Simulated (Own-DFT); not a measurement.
# A change of arrangement and its cost: Ga32P32, 64 atoms

These are calculations, not measurements. The program, named Own-DFT, is a retired in-house plane-wave density functional code that no person has reviewed. Each row is one single-point run on a periodic cell that was not relaxed, without spin or spin-orbit coupling.

Settings of every run: PBE; PseudoDojo norm-conserving scalar-relativistic files; cutoff 42 hartree; 3 x 3 x 3 k mesh centred on Gamma; Fermi-Dirac smearing of 0.1 eV.

Known limits, some of them of some rows only: not probed for a lower state with spin; forces on such cells failed a check on a denser k mesh; forces on such cells passed a denser k mesh, each cell not checked; stress not checked against mesh or cutoff.

All cells hold the same atoms in the same cell, with vectors in Å (10.901, 0.000, 0.000); (0.000, 10.901, 0.000); (0.000, 0.000, 10.901). Every atom was moved at random from its ideal site; u is the rms move along one axis. The defect's site can differ from row to row. E is the free energy of the cell above the lowest run. The arrangements:

- A: zincblende GaP
- B: zincblende GaP, with one Ga on a P site and one P on a Ga site, 2.4 Å apart

| arrangement | u (Å) | E (eV) | P (GPa) |
|---|---|---|---|
| A | 0.0184 | 0.000 | 2.69 |
| A | 0.0191 | 0.075 | 2.70 |
| A | 0.0198 | 0.169 | 2.73 |
| A | 0.0476 | 2.389 | 3.25 |
| A | 0.0532 | 2.454 | 3.21 |
| A | 0.0534 | 2.710 | 3.20 |
| B | 0.0290 | 3.910 | 3.05 |
| B | 0.0299 | 3.761 | 3.01 |
| B | 0.0309 | 3.665 | 2.99 |
| B | 0.0475 | 5.026 | 3.33 |
| B | 0.0492 | 5.562 | 3.45 |
| B | 0.0497 | 5.785 | 3.52 |

Question: once the cost of the random moves is taken out, how do the arrangements rank?

## Worked answer

Fit E = a + b u², with one b for all and one a for each arrangement, and with residuals divided by u², since the noise grows with the moves. Then b = 1089 eV/Å², the scatter at u = 0.04 Å is 0.23 eV, and against A:

- B: 3.14 ± 0.09 eV (higher)

These are energies of unrelaxed cells. Relaxing the atoms lowers the strained arrangements most, so the gaps would shrink and small ones could change sign.
